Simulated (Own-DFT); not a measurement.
Simulation results for GaN (wurtzite, atoms displaced)

All values are calculated (Own-DFT development build). A calculation, not a measurement: plane-wave PBE density functional theory by an unreviewed code, no spin, of a simulated periodic cell, stress positive in tension, free energy of the whole cell less one offset for each atom, forces on such cells passed a denser k mesh, this cell's mesh not checked; offsets are fitted by least squares, one for each functional and potential file, so energies compare only between cells with the same atoms and settings and are not formation energies; the far tail of each file's local potential was reset to the Coulomb form; each entry is a single point on an unrelaxed cell, so the pressure reflects the starting lattice, mostly measured values (interpolated for alloys), from which strain is counted, and rises with the displacements; printed positions are rounded, which can move forces by about a meV/angstrom; the program, named Own-DFT, is a retired in-house code; no spin-orbit coupling.

Settings shared by all entries: functional PBE; potential files PseudoDojo norm-conserving, scalar-relativistic, standard set with the stringent files for Ga; wave cutoff 96 hartree; occupations Gaussian; smearing width 0.01 eV; k mesh 3 x 4 x 3 centred on Gamma.

(1) GaN (wurtzite, atoms displaced)

```
CELL_PARAMETERS angstrom
12.75600 0.00000 0.00000
-4.78350 8.28530 0.00000
0.00000 0.00000 10.37000
ATOMIC_POSITIONS crystal
Ga 0.08115 0.21469 0.99892
Ga 0.17159 0.11255 0.25581
N 0.08067 0.22437 0.18882
N 0.15995 0.10109 0.42990
Ga 0.08869 0.21641 0.49365
Ga 0.16958 0.10536 0.75387
N 0.08161 0.22518 0.68986
N 0.16983 0.11197 0.94658
Ga 0.07778 0.54933 0.99918
Ga 0.16130 0.44246 0.25183
N 0.08331 0.54796 0.18500
N 0.16442 0.45540 0.43986
Ga 0.08765 0.54841 0.49920
Ga 0.16836 0.44749 0.74116
N 0.08359 0.56262 0.68540
N 0.17311 0.44065 0.93648
Ga 0.08137 0.88122 0.00276
Ga 0.16659 0.77590 0.24610
N 0.08336 0.88503 0.17887
N 0.16549 0.77070 0.43844
Ga 0.07767 0.88353 0.49962
Ga 0.15756 0.77058 0.74450
N 0.07825 0.88563 0.68460
N 0.16863 0.77607 0.93829
Ga 0.33501 0.22198 0.99839
Ga 0.42275 0.11928 0.25041
N 0.32531 0.21897 0.18105
N 0.41613 0.11800 0.43536
Ga 0.33090 0.21691 0.50866
Ga 0.41724 0.11331 0.75299
N 0.34007 0.21632 0.69674
N 0.41244 0.11612 0.93353
Ga 0.33431 0.55918 0.99824
Ga 0.41427 0.43961 0.23793
N 0.33414 0.55673 0.18829
N 0.41688 0.44906 0.44184
Ga 0.32852 0.55514 0.49583
Ga 0.42214 0.44138 0.74692
N 0.33107 0.55314 0.68866
N 0.41024 0.43616 0.93381
Ga 0.33306 0.88510 0.99560
Ga 0.41609 0.77506 0.24578
N 0.32868 0.88603 0.19974
N 0.40887 0.77278 0.43175
Ga 0.33230 0.87879 0.49205
Ga 0.41738 0.76619 0.74516
N 0.33197 0.88668 0.69006
N 0.41782 0.77594 0.94251
Ga 0.57723 0.21582 0.99472
Ga 0.66759 0.11481 0.25029
N 0.57866 0.22248 0.17839
N 0.66654 0.10978 0.43786
Ga 0.58322 0.21665 0.49441
Ga 0.66431 0.10353 0.75236
N 0.58985 0.22181 0.69442
N 0.66893 0.10555 0.93581
Ga 0.58204 0.55450 0.00180
Ga 0.67059 0.45040 0.24173
N 0.58135 0.55916 0.19150
N 0.66622 0.44167 0.43843
Ga 0.58079 0.55817 0.50201
Ga 0.66665 0.45213 0.75108
N 0.57881 0.55300 0.68893
N 0.66761 0.45092 0.93100
Ga 0.58097 0.88318 0.99226
Ga 0.66405 0.77677 0.25164
N 0.58234 0.89024 0.18740
N 0.66842 0.78235 0.43780
Ga 0.57910 0.88218 0.50474
Ga 0.66812 0.78593 0.75336
N 0.58042 0.88912 0.68236
N 0.66449 0.77249 0.94282
Ga 0.83650 0.23302 0.98766
Ga 0.91726 0.10653 0.25823
N 0.83685 0.23199 0.18670
N 0.92378 0.10583 0.43833
Ga 0.82795 0.21993 0.50506
Ga 0.91658 0.11634 0.75042
N 0.82690 0.22167 0.67600
N 0.91655 0.12269 0.94339
Ga 0.83199 0.55070 0.99689
Ga 0.91865 0.44762 0.25730
N 0.82935 0.55209 0.19067
N 0.91856 0.43698 0.43851
Ga 0.83503 0.55041 0.49450
Ga 0.91875 0.45450 0.74129
N 0.84046 0.55443 0.68878
N 0.91525 0.44208 0.92767
Ga 0.84108 0.89188 0.99775
Ga 0.91461 0.78391 0.25564
N 0.83560 0.89293 0.18328
N 0.91383 0.77902 0.44480
Ga 0.83270 0.88937 0.49141
Ga 0.90795 0.77100 0.75879
N 0.83334 0.88489 0.68942
N 0.91318 0.77539 0.94613
```

- free energy of cell above offsets: -4.947 eV
- pressure: 6.97 GPa
- stress xx: -7.74 GPa
- stress yy: -5.9 GPa
- stress zz: -7.27 GPa
- stress yz: -0.19 GPa
- stress xz: 0.47 GPa
- stress xy: 0.29 GPa

Force:
```tsv
element	x (eV/Å)	y (eV/Å)	z (eV/Å)
Ga	0.282	1.388	0.487
Ga	-1.313	-0.629	-2.906
N	0.89	-0.697	0.431
N	1.48	0.457	2.429
Ga	-1.389	1.099	1.304
Ga	-0.925	0.352	0.343
N	1.172	-0.587	-0.87
N	-0.617	-1.349	-1.394
Ga	1.5	0.011	-0.488
Ga	1.229	-0.055	-0.608
N	-1.285	1.087	0.187
N	3.44	-3.283	-1.254
Ga	-3.698	1.97	1.018
Ga	-0.546	-0.345	1.699
N	0.644	-1.852	-0.271
N	-1.812	0.099	-0.403
Ga	0.434	0.795	-1.358
Ga	-0.779	-0.627	0.534
N	-0.616	0.144	2.954
N	-1.075	0.405	-0.329
Ga	1.105	-0.362	-0.016
Ga	1.228	1.981	0.792
N	-0.247	0.334	0.958
N	-0.78	-0.594	-0.459
Ga	-1.012	0.11	0.118
Ga	-1.433	-1.008	-0.343
N	1.782	0.428	0.969
N	0.493	-0.944	0.492
Ga	0.083	0.656	-0.888
Ga	2.437	-1.65	-0.871
N	-2.716	0.905	-1.557
N	1.494	-1.382	1.096
Ga	0.138	-1.221	0.359
Ga	-0.484	0.221	1.611
N	-0.434	-0.624	-0.153
N	-0.475	-1.139	-0.675
Ga	0.918	-0.045	0.341
Ga	-1.986	-0.331	0.713
N	1.141	-0.621	-0.967
N	0.861	1.433	0.521
Ga	-0.378	0.639	0.901
Ga	-0.1	0.429	-0.065
N	1.233	1.128	-1.92
N	2.11	0.099	0.58
Ga	-1.443	1.718	1.322
Ga	-1.685	1.407	0.795
N	0.298	-0.265	-0.448
N	-0.321	0.34	-1.381
Ga	0.719	0.549	-0.672
Ga	0.457	-0.048	-0.938
N	0.946	0.551	0.779
N	-0.1	-0.842	-0.281
Ga	-0.642	0.717	1.416
Ga	-0.152	1.055	-0.649
N	-1.34	0.376	-0.893
N	-0.886	0.337	0.268
Ga	-0.432	-0.437	-0.319
Ga	-1.276	-1.151	1.279
N	0.641	-0.549	-0.683
N	-0.185	0.434	-0.394
Ga	0.842	-0.409	-0.589
Ga	1.078	-1.08	-1.366
N	1.167	1.564	-0.375
N	0.139	-0.84	1.701
Ga	0.614	0.759	1.749
Ga	-0.073	0.932	-0.711
N	0.216	0.138	-0.231
N	-0.405	-0.582	0.183
Ga	-0.399	0.48	-2.191
Ga	0.363	-0.886	-0.261
N	0.637	-0.598	1.556
N	0.57	0.777	-0.808
Ga	-0.626	-1.284	2.467
Ga	-0.828	1.16	-1.948
N	-0.129	-0.954	-0.052
N	-1.492	0.791	0.71
Ga	1.157	-0.361	-2.827
Ga	-0.109	-0.321	-0.351
N	1.039	0.026	3.754
N	1.087	-1.7	-1.419
Ga	-0.19	-0.045	0.723
Ga	0.027	-0.451	-1.38
N	1.37	1.276	-0.667
N	-0.292	0.648	0.678
Ga	-0.508	0.13	0.693
Ga	1.586	-2.163	0.504
N	-3.166	1.196	-0.983
N	-0.202	1.454	0.237
Ga	-2.169	0.734	0.505
Ga	0.965	-0.565	-1.009
N	-0.522	-0.577	0.979
N	0.54	-1.054	-1.212
Ga	-0.176	-0.045	1.938
Ga	0.98	0.525	-1.067
N	-0.825	0.684	-0.096
N	1.143	-0.376	-1.085
```

(2) GaN (wurtzite, atoms displaced)

```
CELL_PARAMETERS angstrom
12.75600 0.00000 0.00000
-4.78350 8.28530 0.00000
0.00000 0.00000 10.37000
ATOMIC_POSITIONS crystal
Ga 0.08192 0.21673 0.99915
Ga 0.16020 0.10195 0.24791
N 0.07566 0.22196 0.19149
N 0.16388 0.10424 0.43700
Ga 0.09102 0.23157 0.50963
Ga 0.16964 0.12083 0.74953
N 0.08118 0.21720 0.68851
N 0.16484 0.11296 0.93748
Ga 0.08458 0.54641 0.99255
Ga 0.16468 0.43969 0.25221
N 0.08188 0.56099 0.18546
N 0.16524 0.44325 0.43759
Ga 0.08332 0.56337 0.49871
Ga 0.17246 0.44865 0.74933
N 0.07858 0.55326 0.68614
N 0.17037 0.44835 0.93622
Ga 0.08044 0.89210 0.00655
Ga 0.17100 0.77440 0.24735
N 0.08639 0.89187 0.18960
N 0.17159 0.78152 0.43701
Ga 0.08738 0.88468 0.50267
Ga 0.16742 0.77675 0.76159
N 0.07715 0.88435 0.68933
N 0.17084 0.78295 0.94171
Ga 0.33522 0.21425 0.00690
Ga 0.42050 0.12169 0.25292
N 0.33668 0.22173 0.19108
N 0.41145 0.10456 0.44306
Ga 0.33531 0.22069 0.49733
Ga 0.41460 0.10070 0.74715
N 0.33240 0.22587 0.68650
N 0.41411 0.11020 0.94259
Ga 0.32931 0.54570 0.00429
Ga 0.42426 0.44910 0.24865
N 0.33451 0.55918 0.18867
N 0.42402 0.44677 0.43895
Ga 0.33188 0.55311 0.49520
Ga 0.41674 0.44718 0.74872
N 0.33341 0.55304 0.68994
N 0.40844 0.43693 0.94158
Ga 0.33603 0.89200 0.99657
Ga 0.41882 0.77768 0.25254
N 0.32791 0.88131 0.19021
N 0.42053 0.78230 0.43163
Ga 0.32617 0.89157 0.50575
Ga 0.41532 0.78068 0.75172
N 0.33329 0.88757 0.69404
N 0.40839 0.77244 0.94148
Ga 0.58720 0.22763 0.00678
Ga 0.66160 0.11144 0.24547
N 0.57779 0.22213 0.18807
N 0.66114 0.10354 0.44180
Ga 0.57831 0.22000 0.49883
Ga 0.67023 0.10911 0.75122
N 0.58430 0.22872 0.69207
N 0.66413 0.10907 0.93546
Ga 0.57764 0.55073 0.99235
Ga 0.66758 0.44782 0.24967
N 0.58273 0.56043 0.19650
N 0.67640 0.45654 0.44168
Ga 0.59179 0.56459 0.49829
Ga 0.67099 0.44239 0.74029
N 0.58457 0.56524 0.69584
N 0.66410 0.44420 0.93153
Ga 0.58610 0.88539 0.00034
Ga 0.67070 0.78315 0.24247
N 0.57784 0.87943 0.19410
N 0.66470 0.77856 0.44138
Ga 0.58170 0.88651 0.50332
Ga 0.66464 0.78754 0.75685
N 0.58942 0.89390 0.69050
N 0.66574 0.77683 0.93510
Ga 0.83170 0.21309 0.00133
Ga 0.91894 0.10924 0.24416
N 0.83736 0.22430 0.18797
N 0.91551 0.11009 0.44938
Ga 0.82836 0.22167 0.49883
Ga 0.91277 0.09800 0.74628
N 0.84104 0.22884 0.68779
N 0.91121 0.10211 0.94388
Ga 0.82484 0.54337 0.00345
Ga 0.91604 0.43887 0.25183
N 0.83403 0.55420 0.18724
N 0.91650 0.45356 0.43933
Ga 0.82924 0.55848 0.50284
Ga 0.92019 0.44701 0.75323
N 0.82997 0.54465 0.69326
N 0.92038 0.44602 0.94450
Ga 0.83422 0.89034 0.99821
Ga 0.91009 0.76812 0.24189
N 0.82995 0.88847 0.19070
N 0.91443 0.77172 0.43832
Ga 0.83409 0.89795 0.50524
Ga 0.91946 0.78304 0.74448
N 0.83678 0.88574 0.68950
N 0.91714 0.79080 0.92739
```

* free energy of cell above offsets: -5.532 eV
* pressure: 6.89 GPa
* stress xx: -7.4 GPa
* stress yy: -7.13 GPa
* stress zz: -6.14 GPa
* stress yz: -0.08 GPa
* stress xz: 0.54 GPa
* stress xy: -0.56 GPa

Force:
```tsv
element	x (eV/Å)	y (eV/Å)	z (eV/Å)
Ga	-0.564	0.757	0.061
Ga	0.284	1.692	0.957
N	2.31	0.223	-1.111
N	0.117	0.922	0.247
Ga	-0.639	-1.584	-1.739
Ga	0.391	-1.46	0.159
N	-0.214	1.053	1.204
N	0.884	-0.106	0.483
Ga	-0.765	1.782	1.519
Ga	-0.246	1.077	-0.559
N	0.687	-1.427	0.105
N	-0.103	0.551	0.393
Ga	0.09	-0.886	0.101
Ga	-1.285	-0.698	-0.206
N	1.563	0.9	0.493
N	-0.036	-1.621	-0.11
Ga	0.385	-0.599	-1.536
Ga	-1.221	0.168	0.275
N	-0.685	-1.515	-0.067
N	-0.635	-0.68	-0.186
Ga	-1.683	0.084	-0.356
Ga	-1.112	-0.131	-1.337
N	2.328	1.127	-0.163
N	-0.958	-0.686	0.52
Ga	-1.447	0.617	-0.747
Ga	-0.629	-2.703	0.328
N	-1.3	0.413	0.238
N	0.726	0.968	-0.707
Ga	-1.216	0.652	0.22
Ga	-0.509	2.569	1.065
N	0.85	-0.592	0.096
N	1.412	0.251	-0.964
Ga	-0.046	1.235	-0.018
Ga	-1.958	-0.639	0.688
N	0.089	-1.207	0.556
N	-0.636	-0.362	-0.071
Ga	0.72	0.72	0.171
Ga	0.765	-0.391	0.34
N	-0.177	1.108	-0.931
N	0.966	0.015	-0.383
Ga	-0.308	-0.423	1.563
Ga	-1.461	-0.212	-0.77
N	1.642	1.965	-0.524
N	-1.029	-0.541	2.431
Ga	2.161	-0.865	-0.423
Ga	1.128	-0.79	0.402
N	-0.502	-0.642	-0.934
N	1.82	0.049	-0.513
Ga	-0.686	-0.609	-2.064
Ga	1.121	-0.589	0.977
N	1.28	0.823	0.666
N	-0.345	1.232	-0.925
Ga	0.8	0.532	0.604
Ga	-0.357	1.546	-0.642
N	0.179	-2.181	-0.958
N	0.216	0.076	1.251
Ga	0.183	0.164	0.592
Ga	-0.024	0.309	0.578
N	1.632	-0.052	-2.006
N	-2.06	-2.546	-1.123
Ga	-0.84	-0.441	1.097
Ga	-2.039	0.92	1.346
N	0.631	-0.558	-0.819
N	0.135	-0.311	0.96
Ga	-1.67	-0.093	0.332
Ga	-0.902	-0.59	2.098
N	0.734	1.892	-1.584
N	0.654	0.941	-0.766
Ga	0.028	-0.368	-0.452
Ga	1.877	-1.338	-1.434
N	-1.812	-0.159	-0.254
N	0.123	-0.117	1.662
Ga	-0.431	1.114	-0.388
Ga	-1.495	-0.51	2.278
N	-1.2	-1.038	0.213
N	0.273	1.47	-1.648
Ga	0.711	0.608	0.103
Ga	-0.176	1.868	0.637
N	-0.59	-1.18	0.475
N	0.456	1.495	-1.251
Ga	0.698	1.503	-1.371
Ga	0.199	1.12	0.077
N	-0.451	-1.062	-0.159
N	0.352	-1.066	-0.193
Ga	2.233	0.59	0.743
Ga	-0.464	-0.576	0.259
N	0.844	1.863	-0.795
N	-0.892	-0.915	-0.679
Ga	-0.173	-1.318	0.401
Ga	0.685	1.469	1.796
N	1.276	0.122	-1.1
N	-0.096	1.345	-0.322
Ga	0.541	-1.681	-0.954
Ga	-0.168	-1.895	0.58
N	-1.849	-0.342	-0.115
N	0.904	-1.603	2.024
```

(3) GaN (wurtzite, atoms displaced)

```
CELL_PARAMETERS angstrom
12.75600 0.00000 0.00000
-4.78350 8.28530 0.00000
0.00000 0.00000 10.37000
ATOMIC_POSITIONS crystal
Ga 0.07868 0.22072 0.99830
Ga 0.16579 0.11016 0.24809
N 0.07621 0.22401 0.19191
N 0.16787 0.10937 0.43807
Ga 0.08286 0.22185 0.49447
Ga 0.16987 0.11111 0.74822
N 0.08291 0.21051 0.68608
N 0.16029 0.10315 0.94153
Ga 0.08671 0.56860 0.99419
Ga 0.17195 0.44044 0.25404
N 0.08308 0.55560 0.18211
N 0.15996 0.44867 0.43015
Ga 0.08509 0.54784 0.50463
Ga 0.16568 0.45058 0.75320
N 0.07706 0.56102 0.68621
N 0.16668 0.45267 0.93749
Ga 0.08637 0.89210 0.99998
Ga 0.16869 0.77966 0.25528
N 0.08314 0.88245 0.19418
N 0.16357 0.77438 0.43280
Ga 0.08392 0.88308 0.50648
Ga 0.16790 0.78370 0.75268
N 0.07790 0.88394 0.69008
N 0.17296 0.78772 0.93800
Ga 0.33090 0.22538 0.00203
Ga 0.41885 0.11172 0.25463
N 0.33289 0.22671 0.19932
N 0.40633 0.10721 0.44687
Ga 0.33446 0.22936 0.50406
Ga 0.41414 0.10677 0.74908
N 0.34796 0.22152 0.67883
N 0.42201 0.11652 0.93557
Ga 0.32677 0.54754 0.00304
Ga 0.40799 0.43070 0.24116
N 0.33508 0.56064 0.18549
N 0.41782 0.44259 0.44171
Ga 0.33386 0.55915 0.49847
Ga 0.41941 0.44388 0.74735
N 0.32863 0.55219 0.67299
N 0.41567 0.44494 0.93309
Ga 0.33294 0.88912 0.00380
Ga 0.41861 0.77594 0.25976
N 0.33135 0.88697 0.18296
N 0.41443 0.77617 0.43920
Ga 0.32996 0.88369 0.50190
Ga 0.41939 0.77692 0.75219
N 0.32916 0.88767 0.69251
N 0.41629 0.77540 0.93528
Ga 0.58763 0.22289 0.00413
Ga 0.67232 0.11304 0.24628
N 0.58655 0.22434 0.19037
N 0.67112 0.11172 0.43390
Ga 0.58063 0.22630 0.50059
Ga 0.66214 0.10976 0.74922
N 0.58224 0.21792 0.68630
N 0.66817 0.11411 0.94155
Ga 0.58334 0.55753 0.00608
Ga 0.66911 0.44840 0.25104
N 0.57943 0.55407 0.18605
N 0.66692 0.45209 0.44522
Ga 0.57926 0.55754 0.49702
Ga 0.66565 0.43773 0.75087
N 0.57829 0.55398 0.69076
N 0.66723 0.45361 0.93257
Ga 0.58211 0.89218 0.00078
Ga 0.66176 0.77419 0.25659
N 0.58285 0.88506 0.19507
N 0.67322 0.78782 0.43847
Ga 0.58234 0.87990 0.50412
Ga 0.66870 0.78141 0.74879
N 0.58229 0.88650 0.68861
N 0.65942 0.77868 0.94692
Ga 0.84915 0.22722 0.00086
Ga 0.90855 0.11015 0.26032
N 0.84019 0.23256 0.19689
N 0.91741 0.11176 0.43669
Ga 0.82885 0.22426 0.50918
Ga 0.92336 0.10192 0.74477
N 0.82880 0.21623 0.69532
N 0.91666 0.10871 0.93828
Ga 0.83209 0.54629 0.99845
Ga 0.91334 0.44632 0.25221
N 0.83011 0.56274 0.18784
N 0.91911 0.43878 0.44100
Ga 0.83355 0.56161 0.48628
Ga 0.91198 0.43892 0.75002
N 0.82977 0.56434 0.68506
N 0.91199 0.43648 0.94045
Ga 0.83560 0.88177 0.99517
Ga 0.91438 0.77147 0.25011
N 0.83289 0.89192 0.18305
N 0.91808 0.76987 0.43442
Ga 0.83021 0.88906 0.51180
Ga 0.90870 0.77104 0.75179
N 0.83036 0.89375 0.68386
N 0.91771 0.77849 0.93862
```

- free energy of cell above offsets: -5.076 eV
- pressure: 6.77 GPa
- stress xx: -5.32 GPa
- stress yy: -6.49 GPa
- stress zz: -8.5 GPa
- stress yz: -0.45 GPa
- stress xz: 0.41 GPa
- stress xy: -0.21 GPa

Force:
```tsv
element	x (eV/Å)	y (eV/Å)	z (eV/Å)
Ga	0.504	0.467	0.897
Ga	-1.053	-0.668	0.555
N	1.295	-0.582	-0.658
N	-0.369	0.122	0.319
Ga	0.355	-0.14	0.042
Ga	0.769	-0.248	0.014
N	0.013	1.967	-0.213
N	0.487	2.003	-0.698
Ga	-0.31	-0.851	1.243
Ga	-1.843	0.682	-2.003
N	-0.003	0.186	0.651
N	2.565	-0.97	1.62
Ga	-1.972	1.392	-0.716
Ga	0.225	-0.473	-1.167
N	1.068	-0.595	1.139
N	-0.115	-1.171	-0.175
Ga	-0.371	-1.226	1.12
Ga	0.074	-1.035	-1.654
N	-0.536	0.926	-1.167
N	0.696	-0.253	2.223
Ga	-0.423	0.415	-1.251
Ga	-0.436	-0.567	-0.258
N	0.087	0.55	0.445
N	-0.791	-0.411	-0.318
Ga	0.833	-0.514	-0.318
Ga	-0.135	-0.486	0.079
N	0.491	-3.191	-2.33
N	1.806	0.129	-1.302
Ga	-0.545	-0.975	-1.545
Ga	1.279	-0.019	0.58
N	-2.916	0.552	2.357
N	-0.788	-0.283	0.937
Ga	0.777	1.342	-0.891
Ga	0.471	4.062	1.958
N	0.31	-0.774	0.867
N	-1.148	0.782	-1.51
Ga	-0.22	-1.146	-1.595
Ga	-1.154	-0.334	-0.107
N	0.124	0.027	3.332
N	-0.376	-0.281	0.955
Ga	1.038	0.634	-1.173
Ga	-0.581	0.595	-1.982
N	0.739	0.568	1.957
N	0.384	0.444	0.757
Ga	-0.558	0.327	0.233
Ga	-0.92	-0.537	-0.497
N	1.071	-0.48	-0.728
N	-0.388	-0.173	0.818
Ga	-0.711	0.561	-0.717
Ga	-0.346	-0.32	0.484
N	-0.339	0.067	0.337
N	-1.395	-0.422	0.954
Ga	0.554	-0.802	-0.547
Ga	0.576	-0.232	0.834
N	-0.209	0.228	0.174
N	0.763	0.078	-0.143
Ga	-0.244	0.082	-1.498
Ga	-1.012	-0.392	0.27
N	0.146	-0.416	1.475
N	-0.24	-0.838	-1.329
Ga	0.713	0.474	0.967
Ga	-0.694	0.736	-0.877
N	1.411	0.959	-0.76
N	0.481	-0.918	1.383
Ga	-0.239	-0.031	0.658
Ga	1.185	0.42	-1.565
N	-0.58	0.647	-0.689
N	-0.417	-1.515	0.583
Ga	-0.727	1.686	-0.735
Ga	-0.768	-1.111	1.34
N	-0.025	0.215	0.029
N	1.739	0.03	-1.598
Ga	-2.203	-1.141	0.987
Ga	1.104	-0.506	-1.746
N	-0.671	-1.019	-1.819
N	-0.465	-0.464	2.376
Ga	0.759	-0.388	-0.809
Ga	-1.819	1.592	1.231
N	0.898	0.099	-0.279
N	0.711	-0.747	-1.121
Ga	-0.902	0.993	0.125
Ga	1.242	1.064	0.036
N	0.87	-1.625	-0.468
N	-1.113	0.779	-0.03
Ga	1.047	-1.699	2.171
Ga	-0.675	0.627	-0.265
N	0.774	-1.847	-0.348
N	0.787	1.574	-0.837
Ga	-1.834	0.587	1.252
Ga	-0.429	2.313	-0.259
N	-0.023	-0.501	1.005
N	-0.811	2.354	0.587
Ga	1.445	0.363	-3.73
Ga	0.641	0.866	-0.008
N	0.684	-1.318	2.359
N	0.848	-0.93	-0.286
```
